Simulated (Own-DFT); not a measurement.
# Short bonds, stiff crystals?

Everything here is calculated. The program is Own-DFT (plane waves, in-house, since retired, never reviewed by a person); positions were held fixed, and spin and spin-orbit coupling were off.

Keep in mind (not all hold for every row): forces on such cells moved up to 12 meV/angstrom on a denser k mesh; k mesh not checked against a denser one; forces on such cells passed a denser k mesh, each cell not checked; stress not checked against mesh or cutoff.

All runs are PBE with PseudoDojo norm-conserving files; cutoff and k mesh are each material's own. Every cell starts from measured lattice constants and was given uniform random strains and small random moves of its atoms. Each triple is the change of volume in per cent, the rms move u in Å and the pressure in GPa.

- 3C SiC (C32Si32), 10.36 Å³/atom unstrained: (-3.12, 0.052, 13.82); (-2.60, 0.053, 12.32); (-1.80, 0.050, 10.02); (-0.79, 0.048, 7.97); (0.68, 0.052, 4.14); (0.98, 0.054, 3.90); (1.32, 0.052, 2.68)
- wurtzite AlN (Al36N36), 10.45 Å³/atom unstrained: (-2.84, 0.050, 12.85); (-1.84, 0.049, 9.93); (-1.25, 0.053, 8.29); (-0.98, 0.054, 7.96); (0.08, 0.048, 5.97); (0.22, 0.052, 5.38); (1.12, 0.051, 4.02)
- wurtzite GaN (Ga48N48), 11.42 Å³/atom unstrained: (-3.13, 0.051, 14.41); (-1.27, 0.046, 10.50); (-0.39, 0.048, 8.47); (0.86, 0.051, 5.88); (0.90, 0.051, 5.50); (2.79, 0.051, 2.97); (3.82, 0.049, 0.50)
- diamond silicon (Si64), 20.02 Å³/atom unstrained: withheld
- zincblende InP (In32P32), 25.27 Å³/atom unstrained: (-2.48, 0.049, 5.60); (-2.21, 0.047, 5.54); (-1.49, 0.054, 4.89); (-0.38, 0.047, 3.76); (0.41, 0.052, 3.40); (0.41, 0.051, 3.34); (2.17, 0.048, 2.00)
- grey tin (Sn64), 34.15 Å³/atom unstrained: (-1.50, 0.049, 4.44); (-0.85, 0.051, 4.27); (-0.45, 0.050, 3.93); (0.52, 0.046, 3.54); (0.55, 0.048, 3.42); (1.33, 0.051, 2.94); (1.34, 0.053, 3.09)

## Fit

Fit a line to each set against the fractional change of volume; B is minus its slope, and u is nearly the same within a set. To take it to zero pressure, assume that B rises by 4 GPa for each GPa: B0 = B - 4 x (mean pressure). The bond length of an ideal tetrahedral crystal with the unstrained volume v is d = (√3/4)(8 v)^(1/3). Cohen's empirical rule reads B0 = (1971 - 220 L) d^(-3.5) GPa, with L = 0 for group IV crystals and SiC and 1 for III-V compounds.

| material | L | d (Å) | B (GPa) | mean P (GPa) | B0 (GPa) | rule (GPa) |
|---|---|---|---|---|---|---|
| 3C SiC (C32Si32) | 0 | 1.888 | 244 ± 6 | 7.8 | 213 ± 6 | 213 |
| wurtzite AlN (Al36N36) | 1 | 1.893 | 219 ± 13 | 7.8 | 188 ± 13 | 188 |
| wurtzite GaN (Ga48N48) | 1 | 1.950 | 197 ± 8 | 6.9 | 169 ± 8 | 169 |
| diamond silicon (Si64) | 0 | 2.352 | ? | ? | ? | 99 |
| zincblende InP (In32P32) | 1 | 2.541 | 79 ± 3 | 4.1 | 63 ± 3 | 67 |
| grey tin (Sn64) | 0 | 2.810 | 52 ± 3 | 3.7 | 37 ± 3 | 53 |

A line through ln[B0/(1971 - 220 L)] against ln d has a slope of -4.2 ± 0.2 and a scatter of 9 %. Against the rule, B0 stands at 100 % for 3C SiC, 100 % for wurtzite AlN, 100 % for wurtzite GaN, 94 % for zincblende InP, 70 % for grey tin. PBE tends to make silicon and heavier crystals too soft, and the rule itself is only a guide.

## Test on the hidden row

The question: what B0 does the fitted trend give for diamond silicon (Si64)?

Estimate: 87 GPa. Its own runs give B = 97 ± 3 GPa at a mean pressure of 3.3 GPa, so B0 = 84 GPa.
